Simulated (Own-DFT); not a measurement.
# What a defect does to the pressure of its cell: C40 NbSi2

Everything here is calculated. The program is Own-DFT (plane waves, in-house, since retired, never reviewed by a person); positions were held fixed, and spin and spin-orbit coupling were off.

Settings: PBE; PseudoDojo norm-conserving scalar-relativistic files; cutoff 42 hartree; 4 x 4 x 5 k mesh centred on Gamma; cold (Marzari-Vanderbilt) smearing of 0.2 eV.

Known weak points: forces on such cells failed a check on a denser k mesh; stress not checked against mesh or cutoff.

All runs share one cell, with vectors in Å (0.000, 8.324, 0.000); (-9.613, 0.000, 0.000); (0.000, 0.000, 6.586) and a volume of 527.0 Å³. The atoms are randomly displaced, by u rms on each axis. The defect's site can differ from row to row.

| cell | formula | u (Å) | P (GPa) |
|---|---|---|---|
| no defect | Nb12Si24 | 0.0190 | 1.52 |
| no defect | Nb12Si24 | 0.0206 | 1.51 |
| no defect | Nb12Si24 | 0.0437 | 2.22 |
| two Nb vacancies | Nb10Si24 | 0.0327 | -0.06 |
| two Nb vacancies | Nb10Si24 | 0.0488 | 0.42 |
| two Nb vacancies | Nb10Si24 | 0.0517 | 0.42 |
| one Si vacancy | Nb12Si23 | 0.0328 | 1.11 |
| one Si vacancy | Nb12Si23 | 0.0332 | ? |
| one Si vacancy | Nb12Si23 | 0.0454 | 1.47 |
| one Si vacancy | Nb12Si23 | 0.0513 | 1.55 |
| two Si on a Nb site each | Nb10Si26 | 0.0282 | 1.70 |
| two Si on a Nb site each | Nb10Si26 | 0.0509 | 2.72 |
| two Si on a Nb site each | Nb10Si26 | 0.0533 | 2.65 |
| two Nb on a Si site each | Nb14Si22 | 0.0318 | 7.57 |
| two Nb on a Si site each | Nb14Si22 | 0.0339 | 7.80 |
| two Nb on a Si site each | Nb14Si22 | 0.0506 | 8.17 |

## Analysis

P = P0 + c u² + a shift for each defect gives P0 = 1.39 GPa, c = 401 ± 38 GPa/Å² and a scatter of 0.11 GPa. The shifts, and each times the cell's volume:

- two Nb on a Si site each: 5.83 ± 0.09 GPa, 19.2 eV (9.6 eV for each of its 2 sites)
- two Si on a Nb site each: 0.13 ± 0.10 GPa, 0.4 eV (0.2 eV for each of its 2 sites) (not resolved)
- one Si vacancy: -0.78 ± 0.10 GPa, -2.6 eV
- two Nb vacancies: -1.95 ± 0.10 GPa, -6.4 eV (-3.2 eV for each of its 2 sites)

A positive shift means that the defect pushes the cell outwards. Shift times volume (160.2 GPa Å³ is 1 eV) depends little on the cell's size, so, taken for each site, it can be compared between cells at like pressure. The atoms around the defects weren't relaxed, which would change these numbers.

## Check

Question: what pressure belongs in the blank (one Si vacancy, u = 0.0332 Å)?

The fit gives 1.05 ± 0.13 GPa. DFT gave 1.24 GPa.
